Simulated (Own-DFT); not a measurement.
# Response to strain: wurtzite AlGaN with randomly placed atoms, 72 atoms (Al27Ga9N36)

These are calculations, not measurements. The program, named Own-DFT, is a retired in-house plane-wave density functional code that no person has reviewed. Each row is one single-point run on a periodic cell that was not relaxed, without spin or spin-orbit coupling.

Settings of every run: PBE; PseudoDojo norm-conserving scalar-relativistic files; cutoff 42 hartree; 4 x 4 x 3 k mesh centred on Gamma; Fermi-Dirac smearing of 0.1 eV.

Known limits: forces on such cells passed a denser k mesh, each cell not checked; stress not checked against mesh or cutoff.

Unstrained cell vectors in Å: (9.394, 0.000, 0.000); (-4.697, 8.135, 0.000); (0.000, 0.000, 10.066). The unstrained cell has measured lattice constants (interpolated for alloys), not those of this functional. That, the random moves and any unrelaxed bonds set the pressure at no strain. Each run strains this cell uniformly, with the atoms carried along. Every atom was also moved at random, by a Gaussian of width 0.05 Å on each axis. The random placing of the alloy's atoms differs from row to row. Strain is the symmetric tensor, in per cent. Stress is positive in tension, and the pressure is minus a third of its trace.

| run | e_xx (%) | e_yy (%) | e_zz (%) | s_xx (GPa) | s_yy (GPa) | s_zz (GPa) | P (GPa) | E (meV/atom) |
|---|---|---|---|---|---|---|---|---|
| 1 | -1.75 | -1.75 | 0.00 | -13.75 | -16.39 | -12.68 | 14.27 | 16.4 |
| 2 | -2.50 | -2.50 | 0.00 | -22.71 | -22.28 | -10.56 | 18.52 | 42.0 |
| 3 | -0.25 | -0.25 | 0.00 | -8.14 | -9.26 | -6.66 | 8.02 | 11.1 |
| 4 | 2.25 | 2.25 | 0.00 | 5.76 | 4.75 | -5.12 | -1.80 | 10.4 |
| 5 | -0.50 | -0.50 | 0.00 | -9.56 | -9.50 | -8.75 | 9.27 | 26.9 |
| 6 | 0.50 | 0.50 | 0.00 | -4.15 | -3.70 | -5.73 | 4.52 | 0.0 |
| 7 | 2.50 | 2.50 | 0.00 | 6.03 | 6.18 | -3.95 | -2.75 | 9.4 |
| 8 | -3.00 | -3.00 | 0.00 | -27.22 | -26.32 | -10.88 | 21.47 | 58.7 |
| 9 | -2.25 | -2.25 | 0.00 | ? | ? | ? | ? | ? |

E is the free energy for each atom above the lowest run shown.

## Worked fit

The change of volume is close to e_xx + e_yy + e_zz. A straight line through the runs shown gives P = 7.53 - 216 x (fractional change of volume) GPa, with an error of 8 on the slope and a scatter of 0.81 GPa. The strain isn't the same on all axes and the cell isn't cubic, so the slope belongs to this path and is not the bulk modulus.

## Withheld run

Question: what pressure should run 9 give? Its volume changes by -4.45 %.

The line gives 17.2 GPa. The calculation gave 17.00 GPa.
